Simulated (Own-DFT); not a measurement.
# Computed records: Si₃Ge (diamond lattice with Si and Ge gathered in clusters, atoms displaced)

Computed with Own-DFT development build. A calculation, not a measurement: plane-wave density functional theory by an unreviewed code, no spin, of a simulated periodic cell, stress positive in tension, run twice, with PBE and with PBEsol, both on files made for PBE, so the change isn't that of files made for PBEsol; forces on such cells passed a denser k mesh, this cell's mesh not checked; the far tail of each file's local potential was reset to the Coulomb form; each entry is a single point on an unrelaxed cell, so the pressure reflects the starting lattice, mostly measured values (interpolated for alloys), from which strain is counted, and rises with the displacements; printed positions are rounded, which can move forces by about a meV/angstrom; the program, named Own-DFT, is a retired in-house code; no spin-orbit coupling; stress was not checked against mesh or cutoff.

Common to all runs: functional PBE, then PBEsol; potential files PseudoDojo norm-conserving, scalar-relativistic, standard set; wave cutoff 42 hartree; occupations Fermi-Dirac; smearing width 0.1 eV; k mesh 3 x 3 x 3 centred on Gamma.

(1) Si₃Ge (diamond lattice with Si and Ge gathered in clusters, atoms displaced)

```
Si3Ge
1.0
     10.9755     0.0000     0.0000
      0.0000    10.9755     0.0000
      0.0000     0.0000    10.9755
Si Ge Si Ge Si Ge Si Ge Si Ge Si Ge Si Ge Si Ge Si Ge Si Ge Si
3 5 5 2 3 1 1 1 1 1 7 1 2 1 2 2 7 1 2 1 15
Direct
  0.99440 0.99538 0.99944
  0.99404 0.24918 0.25376
  0.24898 0.99974 0.24262
  0.25294 0.24725 0.98947
  0.12422 0.11961 0.13935
  0.12411 0.36499 0.37803
  0.38614 0.12932 0.37572
  0.38070 0.37271 0.12447
  0.00187 0.00093 0.49648
  0.99444 0.24452 0.74586
  0.24811 0.00760 0.75020
  0.24977 0.24792 0.49734
  0.11966 0.12860 0.62002
  0.12785 0.38362 0.87604
  0.38371 0.13233 0.86990
  0.37163 0.37290 0.62660
  0.99708 0.49531 0.99213
  0.99318 0.74500 0.24978
  0.24695 0.50272 0.24679
  0.24807 0.74707 0.98953
  0.12372 0.62410 0.12244
  0.13807 0.87558 0.37221
  0.36993 0.62296 0.37196
  0.37557 0.87385 0.12597
  0.99836 0.49908 0.50342
  0.99242 0.74862 0.74795
  0.25632 0.50271 0.75369
  0.25050 0.74343 0.50102
  0.11982 0.61418 0.61955
  0.12365 0.87228 0.87784
  0.38296 0.63391 0.87231
  0.37373 0.86743 0.62357
  0.49640 0.99697 0.99937
  0.49675 0.24241 0.24338
  0.74510 0.99751 0.25075
  0.74367 0.25493 0.98683
  0.62508 0.12604 0.11985
  0.62094 0.38363 0.37839
  0.87561 0.12445 0.36958
  0.86708 0.37253 0.12706
  0.49155 0.99479 0.50126
  0.49527 0.25308 0.74993
  0.75942 0.99892 0.74963
  0.74533 0.25835 0.48933
  0.62044 0.11297 0.63079
  0.62863 0.37650 0.88249
  0.86531 0.12823 0.87796
  0.87937 0.37425 0.62070
  0.49472 0.49527 0.00225
  0.50874 0.75191 0.23767
  0.74964 0.50171 0.24220
  0.75433 0.73885 0.00039
  0.62584 0.61952 0.12065
  0.62928 0.88248 0.37580
  0.87805 0.62763 0.37159
  0.87599 0.87417 0.13209
  0.49058 0.48835 0.50023
  0.50060 0.75383 0.75145
  0.74721 0.50100 0.75989
  0.74292 0.75197 0.50318
  0.62453 0.62447 0.62945
  0.62459 0.87838 0.87963
  0.87396 0.62528 0.87095
  0.87478 0.87443 0.62144
```

* PBE pressure: 2.97 GPa
* PBE stress xx: -3.03 GPa
* PBE stress yy: -3.02 GPa
* PBE stress zz: -2.87 GPa
* PBE stress yz: 1.27 GPa
* PBE stress xz: 0.65 GPa
* PBE stress xy: 0.88 GPa
* PBEsol pressure: 1.18 GPa
* PBEsol stress xx: -1.24 GPa
* PBEsol stress yy: -1.23 GPa
* PBEsol stress zz: -1.08 GPa
* PBEsol stress yz: 1.26 GPa
* PBEsol stress xz: 0.64 GPa
* PBEsol stress xy: 0.86 GPa
* rms change of force components from PBE to PBEsol: 0.046 eV/Å

Force:
| force element | PBE force x (eV/Å) | PBE force y (eV/Å) | PBE force z (eV/Å) | PBEsol force x (eV/Å) | PBEsol force y (eV/Å) | PBEsol force z (eV/Å) |
| --- | --- | --- | --- | --- | --- | --- |
| Si | 0.113 | 0.459 | 0.423 | 0.142 | 0.492 | 0.445 |
| Si | -0.078 | 0.152 | -0.638 | 0.03 | 0.166 | -0.635 |
| Si | 1.794 | -0.822 | 1.681 | 1.752 | -0.7 | 1.628 |
| Ge | -0.838 | 0.119 | 1.807 | -0.79 | 0.131 | 1.744 |
| Ge | -1.14 | 1.131 | -2.45 | -1.09 | 1.134 | -2.413 |
| Ge | -0.46 | 1.319 | -0.329 | -0.415 | 1.32 | -0.354 |
| Ge | -2.096 | -1.343 | 0.413 | -1.997 | -1.251 | 0.34 |
| Ge | -2.012 | -0.335 | 0.177 | -1.941 | -0.323 | 0.161 |
| Si | 0.047 | -0.421 | -0.348 | 0.039 | -0.427 | -0.353 |
| Si | 0.335 | 0.701 | 0.529 | 0.359 | 0.719 | 0.568 |
| Si | -0.158 | -0.934 | -0.497 | -0.108 | -0.874 | -0.449 |
| Si | 0.46 | -0.322 | 0.931 | 0.458 | -0.312 | 0.81 |
| Si | 0.489 | -0.521 | 0.322 | 0.489 | -0.505 | 0.313 |
| Ge | -0.433 | -1.267 | -1.169 | -0.366 | -1.277 | -1.1 |
| Ge | -0.584 | -1.861 | 0.275 | -0.618 | -1.766 | 0.326 |
| Si | -0.538 | -0.257 | 0.099 | -0.548 | -0.261 | 0.105 |
| Si | -0.916 | 0.692 | 1.323 | -0.818 | 0.663 | 1.298 |
| Si | 1.638 | 1.233 | 0.174 | 1.678 | 1.178 | 0.122 |
| Ge | -0.088 | -1.352 | 0.129 | -0.076 | -1.302 | 0.124 |
| Si | 0.238 | 0.686 | 1.521 | 0.257 | 0.572 | 1.505 |
| Ge | -0.871 | 0.323 | -0.942 | -0.796 | 0.267 | -0.875 |
| Si | -1.397 | -0.535 | 0.222 | -1.372 | -0.529 | 0.218 |
| Ge | 1.534 | 0.598 | 0.141 | 1.45 | 0.531 | 0.091 |
| Si | -0.52 | -0.27 | -0.956 | -0.524 | -0.275 | -0.937 |
| Si | -0.371 | -0.324 | -1.288 | -0.338 | -0.366 | -1.338 |
| Si | 1.148 | 0.007 | -0.359 | 1.138 | 0.01 | -0.363 |
| Si | -0.373 | 0.325 | -1.041 | -0.364 | 0.329 | -0.926 |
| Si | -0.652 | 0.34 | 0.256 | -0.606 | 0.273 | 0.205 |
| Si | 0.905 | 1.347 | 1.288 | 0.906 | 1.33 | 1.288 |
| Si | -0.4 | 0.61 | -1.082 | -0.394 | 0.606 | -1.073 |
| Ge | -0.702 | -0.968 | 0.119 | -0.656 | -0.996 | 0.162 |
| Si | -0.742 | 0.589 | 0.523 | -0.741 | 0.58 | 0.528 |
| Si | 0.104 | 0.124 | 0.057 | 0.087 | 0.222 | 0.06 |
| Ge | 1.558 | 1.462 | 0.522 | 1.496 | 1.415 | 0.499 |
| Si | 1.09 | 0.675 | -0.412 | 1.026 | 0.72 | -0.468 |
| Si | 1.533 | -1.267 | 2.727 | 1.396 | -1.21 | 2.684 |
| Ge | 0.536 | -0.762 | -0.59 | 0.469 | -0.694 | -0.532 |
| Ge | 0.216 | -0.505 | -1.649 | 0.185 | -0.521 | -1.643 |
| Si | -0.86 | -0.214 | 0.713 | -0.848 | -0.22 | 0.712 |
| Si | 0.766 | -0.291 | -1.086 | 0.757 | -0.3 | -1.075 |
| Si | 1.129 | -0.265 | 0.275 | 1.059 | -0.208 | 0.214 |
| Si | 1.856 | 0.372 | -1.079 | 1.825 | 0.358 | -0.967 |
| Si | -1.166 | -0.271 | 0.234 | -1.138 | -0.282 | 0.227 |
| Si | 0.733 | -1.682 | 1.548 | 0.656 | -1.611 | 1.473 |
| Si | 0.298 | 1.294 | -0.699 | 0.295 | 1.274 | -0.683 |
| Ge | -1.871 | 0.678 | -2.095 | -1.889 | 0.709 | -2.001 |
| Si | 1.407 | -0.547 | -0.479 | 1.396 | -0.537 | -0.456 |
| Si | -1.475 | -0.081 | 0.698 | -1.462 | -0.08 | 0.697 |
| Ge | 0.868 | 1.275 | -0.358 | 0.813 | 1.187 | -0.377 |
| Si | -0.198 | 0.025 | 1.411 | -0.221 | -0.006 | 1.425 |
| Si | 0.018 | 0.354 | 1.173 | -0.026 | 0.311 | 1.207 |
| Si | -0.425 | 1.407 | 0.249 | -0.418 | 1.391 | 0.248 |
| Si | 0.121 | 0.419 | -0.149 | 0.058 | 0.354 | -0.199 |
| Si | -1.262 | -1.033 | 0.193 | -1.255 | -1.016 | 0.203 |
| Si | -1.14 | -0.743 | 0.987 | -1.134 | -0.744 | 0.992 |
| Si | -0.764 | -0.341 | -0.799 | -0.756 | -0.326 | -0.785 |
| Si | 0.249 | 1.972 | 0.798 | 0.257 | 1.943 | 0.682 |
| Si | 1.218 | 0.703 | -0.718 | 1.157 | 0.645 | -0.652 |
| Si | 0.729 | -0.061 | -1.786 | 0.664 | -0.129 | -1.712 |
| Si | 0.665 | -0.357 | -0.524 | 0.652 | -0.358 | -0.517 |
| Si | -0.653 | -0.554 | -0.245 | -0.65 | -0.561 | -0.246 |
| Si | 0.841 | -0.633 | -0.382 | 0.845 | -0.618 | -0.371 |
| Si | 0.313 | -0.317 | 0.369 | 0.327 | -0.311 | 0.365 |
| Si | 0.236 | 0.067 | -0.16 | 0.237 | 0.067 | -0.171 |

(2) Si₃Ge (diamond lattice with Si and Ge gathered in clusters, atoms displaced)

```
Si3Ge
1.0
     10.9755     0.0000     0.0000
      0.0000    10.9755     0.0000
      0.0000     0.0000    10.9755
Si Ge Si Ge Si Ge Si Ge Si Ge Si Ge Si Ge Si Ge Si Ge Si
2 1 15 2 2 2 3 1 4 1 1 1 5 1 7 6 2 1 7
Direct
  0.00250 0.01229 0.99882
  0.99492 0.24909 0.25141
  0.25558 0.00026 0.25189
  0.25058 0.25147 0.99249
  0.13100 0.12438 0.12596
  0.12306 0.37420 0.38013
  0.37904 0.12290 0.38057
  0.37685 0.37985 0.12698
  0.99280 0.00011 0.49592
  0.00241 0.25815 0.74166
  0.25043 0.99064 0.74853
  0.25076 0.26022 0.50608
  0.12732 0.12676 0.62915
  0.12136 0.37782 0.87820
  0.37113 0.11922 0.88408
  0.37934 0.37706 0.62413
  0.00293 0.50185 0.98929
  0.00085 0.74589 0.24371
  0.25348 0.50077 0.25092
  0.25125 0.74971 0.99390
  0.12097 0.62077 0.12118
  0.12904 0.87315 0.37468
  0.37083 0.62574 0.37986
  0.37477 0.87465 0.12409
  0.99647 0.49566 0.50214
  0.99463 0.74515 0.74831
  0.25420 0.49872 0.75148
  0.25371 0.74446 0.49102
  0.12387 0.63514 0.62283
  0.12356 0.87190 0.88035
  0.37688 0.62316 0.87159
  0.37947 0.87486 0.61732
  0.49819 0.00215 0.00032
  0.49660 0.24031 0.24439
  0.75670 0.99759 0.25563
  0.74538 0.23768 0.99873
  0.62157 0.11713 0.11998
  0.62353 0.37201 0.36989
  0.87772 0.11529 0.36741
  0.87595 0.37112 0.12944
  0.49519 0.99806 0.49766
  0.50391 0.24558 0.75336
  0.74541 0.00286 0.75268
  0.75819 0.24195 0.51312
  0.62422 0.12593 0.62998
  0.61806 0.36929 0.86894
  0.87236 0.12645 0.87402
  0.89044 0.37248 0.61263
  0.50137 0.49547 0.99364
  0.50942 0.74266 0.25595
  0.75148 0.49964 0.24806
  0.75454 0.74361 0.98820
  0.62805 0.62685 0.13167
  0.62759 0.87868 0.37312
  0.87664 0.62054 0.37266
  0.87981 0.87409 0.12144
  0.50058 0.49139 0.50770
  0.50773 0.74778 0.74733
  0.74094 0.49858 0.76002
  0.74241 0.75240 0.48988
  0.63114 0.61753 0.62716
  0.62542 0.86637 0.86909
  0.86408 0.61560 0.87880
  0.87191 0.87431 0.63593
```

* PBE pressure: 3.12 GPa
* PBE stress xx: -3.16 GPa
* PBE stress yy: -3.25 GPa
* PBE stress zz: -2.96 GPa
* PBE stress yz: -0.18 GPa
* PBE stress xz: 0.14 GPa
* PBE stress xy: 0.58 GPa
* PBEsol pressure: 1.32 GPa
* PBEsol stress xx: -1.36 GPa
* PBEsol stress yy: -1.45 GPa
* PBEsol stress zz: -1.16 GPa
* PBEsol stress yz: -0.16 GPa
* PBEsol stress xz: 0.11 GPa
* PBEsol stress xy: 0.57 GPa
* rms change of force components from PBE to PBEsol: 0.048 eV/Å

Force:
| force element | PBE force x (eV/Å) | PBE force y (eV/Å) | PBE force z (eV/Å) | PBEsol force x (eV/Å) | PBEsol force y (eV/Å) | PBEsol force z (eV/Å) |
| --- | --- | --- | --- | --- | --- | --- |
| Si | 0.015 | -1.138 | 0.162 | 0.012 | -1.112 | 0.158 |
| Si | 1.204 | -0.289 | 0.04 | 1.193 | -0.287 | 0.044 |
| Ge | -0.61 | 0.186 | 0.446 | -0.546 | 0.132 | 0.391 |
| Si | -0.228 | 0.421 | 1.412 | -0.221 | 0.43 | 1.392 |
| Si | -0.439 | 1.027 | -0.126 | -0.372 | 0.968 | -0.065 |
| Si | -0.138 | -0.09 | -0.535 | -0.099 | -0.048 | -0.574 |
| Si | -1.099 | 1.568 | -0.482 | -1.081 | 1.448 | -0.456 |
| Si | -0.106 | -1.431 | -0.633 | -0.105 | -1.311 | -0.618 |
| Si | 1.241 | -0.733 | 1.096 | 1.225 | -0.729 | 1.092 |
| Si | 0.154 | -0.955 | 1.38 | 0.152 | -0.946 | 1.372 |
| Si | -0.024 | 0.438 | 0.209 | -0.019 | 0.421 | 0.204 |
| Si | 0.075 | -1.335 | -0.366 | 0.075 | -1.317 | -0.364 |
| Si | -0.042 | -0.402 | -0.667 | -0.041 | -0.404 | -0.659 |
| Si | 0.851 | -0.581 | -1.333 | 0.842 | -0.585 | -1.318 |
| Si | -0.121 | 0.559 | -2.035 | -0.063 | 0.485 | -1.956 |
| Si | -0.76 | -1.176 | 1.698 | -0.677 | -1.103 | 1.628 |
| Si | -1.024 | -0.345 | 1.726 | -1.018 | -0.33 | 1.706 |
| Si | 0.17 | 0.272 | 0.642 | 0.167 | 0.271 | 0.641 |
| Ge | -1.244 | -0.406 | -0.277 | -1.168 | -0.345 | -0.225 |
| Ge | -0.176 | -0.81 | 0.671 | -0.129 | -0.753 | 0.7 |
| Si | 0.461 | 0.228 | -0.176 | 0.55 | 0.224 | -0.167 |
| Si | -1.228 | 0.178 | -0.329 | -1.117 | 0.169 | -0.323 |
| Ge | 2.212 | -1.63 | -0.852 | 2.135 | -1.573 | -0.827 |
| Ge | 0.615 | -0.858 | 0.416 | 0.592 | -0.817 | 0.398 |
| Si | 1.613 | 2.129 | -1.143 | 1.614 | 2.132 | -1.141 |
| Si | 0.02 | 0.164 | 1.104 | 0.016 | 0.15 | 1.112 |
| Si | -0.786 | 0.33 | -0.459 | -0.788 | 0.317 | -0.459 |
| Ge | -1.381 | 2.043 | 1.922 | -1.278 | 1.937 | 1.811 |
| Si | 0.022 | -1.723 | 0.342 | 0.085 | -1.657 | 0.279 |
| Si | -0.923 | 0.605 | -1.126 | -0.868 | 0.539 | -1.051 |
| Si | 0.279 | 0.371 | -0.461 | 0.285 | 0.376 | -0.355 |
| Si | -0.615 | -1.067 | 1.414 | -0.591 | -1.051 | 1.294 |
| Ge | 0.607 | -1.469 | -0.663 | 0.55 | -1.482 | -0.602 |
| Si | 0.354 | 0.718 | 0.327 | 0.343 | 0.7 | 0.312 |
| Ge | -0.715 | -0.252 | -2.356 | -0.76 | -0.301 | -2.262 |
| Si | 0.183 | 1.535 | 0.238 | 0.174 | 1.524 | 0.238 |
| Si | 0.878 | 0.592 | 1.191 | 0.849 | 0.48 | 1.173 |
| Si | 0.336 | -1.125 | 0.681 | 0.333 | -1.026 | 0.671 |
| Si | 0.191 | 1.965 | 1.633 | 0.116 | 1.888 | 1.545 |
| Si | -0.093 | -0.035 | -1.663 | -0.144 | 0.025 | -1.611 |
| Ge | 1.316 | 0.679 | 0.625 | 1.328 | 0.618 | 0.557 |
| Si | -1.748 | -0.374 | -0.412 | -1.751 | -0.384 | -0.407 |
| Si | 0.262 | -0.562 | 0.163 | 0.251 | -0.548 | 0.169 |
| Si | -0.463 | 0.263 | -2.002 | -0.452 | 0.252 | -1.978 |
| Si | 0.054 | -0.391 | -0.337 | 0 | -0.432 | -0.384 |
| Si | 1.215 | -0.458 | 1.023 | 1.156 | -0.401 | 1.076 |
| Si | 0.529 | 0.338 | -0.729 | 0.535 | 0.342 | -0.739 |
| Si | -2.626 | -0.181 | 2.066 | -2.61 | -0.179 | 2.047 |
| Ge | -0.074 | 0.591 | 0.797 | -0.047 | 0.613 | 0.81 |
| Ge | -1.718 | 1.162 | -0.097 | -1.661 | 1.131 | -0.098 |
| Ge | 0.311 | -0.781 | 0.63 | 0.252 | -0.705 | 0.571 |
| Ge | -0.749 | 1.635 | 2.005 | -0.774 | 1.57 | 2 |
| Ge | 0.281 | -0.71 | -2.101 | 0.28 | -0.694 | -2.019 |
| Ge | -0.61 | -0.046 | 0.284 | -0.635 | -0.007 | 0.228 |
| Si | 0.037 | 0.82 | 0.394 | -0.012 | 0.767 | 0.34 |
| Si | 0.113 | 0.135 | -0.469 | 0.025 | 0.136 | -0.463 |
| Ge | 0.917 | 0.945 | -1.257 | 0.864 | 0.962 | -1.266 |
| Si | -1.017 | -0.43 | -0.708 | -1.015 | -0.433 | -0.71 |
| Si | 1.197 | -1.048 | -1.491 | 1.18 | -1.05 | -1.472 |
| Si | 1.713 | -1.152 | 1.926 | 1.631 | -1.077 | 1.835 |
| Si | -0.177 | 0.979 | -0.526 | -0.213 | 0.925 | -0.576 |
| Si | -0.049 | 1.292 | 0.348 | -0.032 | 1.267 | 0.443 |
| Si | 2.022 | -0.368 | -1.595 | 1.937 | -0.291 | -1.513 |
| Si | -0.461 | 0.181 | -1.607 | -0.463 | 0.178 | -1.583 |
